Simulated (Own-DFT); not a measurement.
# Strain and stress in zincblende GaP, 64 atoms (Ga32P32)

All numbers below are calculated, not measured. The program, named Own-DFT, is a retired in-house plane-wave density functional code that no person has reviewed. Each row is one single-point run on a periodic cell that was not relaxed, without spin or spin-orbit coupling.

Settings of every run: PBE; PseudoDojo norm-conserving scalar-relativistic files; cutoff 42 hartree; 3 x 3 x 3 k mesh centred on Gamma; Fermi-Dirac smearing of 0.1 eV.

Known limits: forces on such cells passed a denser k mesh, each cell not checked; stress not checked against mesh or cutoff.

Unstrained cell vectors in Å: (10.901, 0.000, 0.000); (0.000, 10.901, 0.000); (0.000, 0.000, 10.901). The unstrained cell has measured lattice constants (interpolated for alloys), not those of this functional. That, the random moves and any unrelaxed bonds set the pressure at no strain. Each run strains this cell uniformly, with the atoms carried along. Every atom was also moved at random, by a Gaussian of width 0.05 Å on each axis. Strain is the symmetric tensor, in per cent. Stress is positive in tension, and the pressure is minus a third of its trace.

| run | e_xx (%) | e_yy (%) | e_zz (%) | e_yz (%) | e_xz (%) | e_xy (%) | s_xx (GPa) | s_yy (GPa) | s_zz (GPa) | s_yz (GPa) | s_xz (GPa) | s_xy (GPa) | P (GPa) | E (meV/atom) |
|---|---|---|---|---|---|---|---|---|---|---|---|---|---|---|
| 1 | 1.26 | -0.68 | 0.07 | -0.70 | 1.21 | 0.29 | -2.22 | -3.63 | -2.99 | -1.65 | 2.07 | 0.24 | 2.95 | 13.5 |
| 2 | -0.11 | 1.61 | 1.07 | 1.14 | 1.08 | 0.64 | -2.19 | -0.87 | -1.48 | 2.71 | 2.34 | 0.44 | 1.51 | 15.7 |
| 3 | 0.72 | -1.65 | 1.47 | 0.55 | -0.11 | 0.87 | -2.55 | -4.24 | -2.04 | 1.26 | 0.06 | 2.06 | 2.94 | 13.4 |
| 4 | -0.96 | 1.23 | 0.09 | 1.72 | -0.48 | 0.61 | -3.85 | -2.33 | -3.18 | 2.90 | -1.20 | 1.63 | 3.12 | 12.3 |
| 5 | 0.94 | -1.07 | -0.40 | -1.17 | 0.11 | 1.97 | -3.23 | -4.64 | -3.98 | -2.11 | 0.80 | 4.00 | 3.95 | 18.6 |
| 6 | 0.97 | 0.81 | -0.66 | -0.65 | 0.61 | 1.66 | -2.19 | -2.33 | -3.28 | -1.74 | 1.41 | 3.60 | 2.60 | 11.9 |
| 7 | 1.44 | -0.70 | -0.75 | 1.66 | -0.92 | -0.97 | -2.16 | -3.84 | -3.86 | 2.62 | -1.19 | -1.00 | 3.28 | 11.2 |
| 8 | 0.90 | 0.96 | 0.21 | 0.06 | -1.72 | -0.56 | -1.86 | -1.54 | -2.10 | 0.36 | -3.76 | -0.65 | 1.84 | 15.6 |
| 9 | -1.42 | 1.86 | 1.02 | 1.71 | -1.46 | -0.17 | -3.63 | -1.16 | -1.90 | 2.75 | -2.55 | -0.16 | 2.23 | 14.0 |
| 10 | 1.95 | -0.03 | -1.41 | 1.15 | 0.50 | 0.55 | -1.52 | -3.08 | -3.93 | 1.95 | 0.61 | 0.10 | 2.84 | 9.3 |
| 11 | 1.60 | 0.88 | -1.07 | -0.36 | -0.67 | -0.68 | -1.27 | -1.78 | -3.09 | -0.77 | -1.44 | -1.22 | 2.05 | 3.1 |
| 12 | -0.40 | -0.91 | 0.10 | -1.66 | -1.30 | -1.85 | -4.88 | -5.24 | -4.55 | -3.98 | -2.84 | -4.11 | 4.89 | 30.5 |
| 13 | 0.72 | 0.27 | -1.08 | -1.00 | 0.32 | 0.46 | -2.69 | -3.09 | -3.99 | -2.03 | 0.26 | 0.54 | 3.26 | 0.0 |
| 14 | -0.63 | 1.14 | 0.10 | 0.49 | 1.97 | -1.60 | -3.57 | -2.39 | -3.15 | 1.64 | 3.92 | -2.63 | 3.04 | 18.8 |
| 15 | -0.36 | 1.80 | 0.63 | -0.15 | -1.71 | -1.70 | -2.59 | -1.09 | -2.00 | 0.09 | -3.10 | -2.92 | 1.89 | 19.3 |
| 16 | 0.13 | 1.88 | -0.73 | -1.03 | -1.37 | -0.79 | ? | ? | ? | ? | ? | ? | ? | ? |

E is the free energy for each atom above the lowest run shown.

## Worked fit

Each stress component was fitted by least squares to a constant and the strains of the runs shown, as fractions, with shears doubled. Shear strains stay in the fit of a normal stress only where such slopes are resolved. The slopes, in GPa:

```
stress  at no strain  per e_xx  per e_yy  per e_zz  scatter
  s_xx          -3.5   135 ± 8    61 ± 6    50 ± 8     0.20
  s_yy          -3.5    67 ± 7   136 ± 5    58 ± 7     0.16
  s_zz          -3.5    68 ± 7    61 ± 5   122 ± 7     0.17
```

Each shear stress against twice its own strain: yz 93 ± 5, xz 97 ± 5, xy 96 ± 8 GPa. These are stiffnesses along x, y and z of the frame in which the cell vectors are given, which need not be the crystal's axes. The atoms are held to the strained lattice; where symmetry lets them move under strain, relaxing them would lower some slopes. The table should be nearly symmetric about its diagonal, and what it lacks of that shows the noise. A ninth of its sum, 84 ± 5 GPa, estimates the bulk modulus near the mean pressure of these runs, 2.8 GPa, so it lies above the value at zero pressure.

## Withheld run

Question: what normal stresses and pressure should run 16 give?

The fit gives s_xx = -2.5, s_yy = -1.3, s_zz = -3.2 and P = 2.3 GPa. The calculation gave -2.48, -1.14, -2.99 and P = 2.20 GPa.
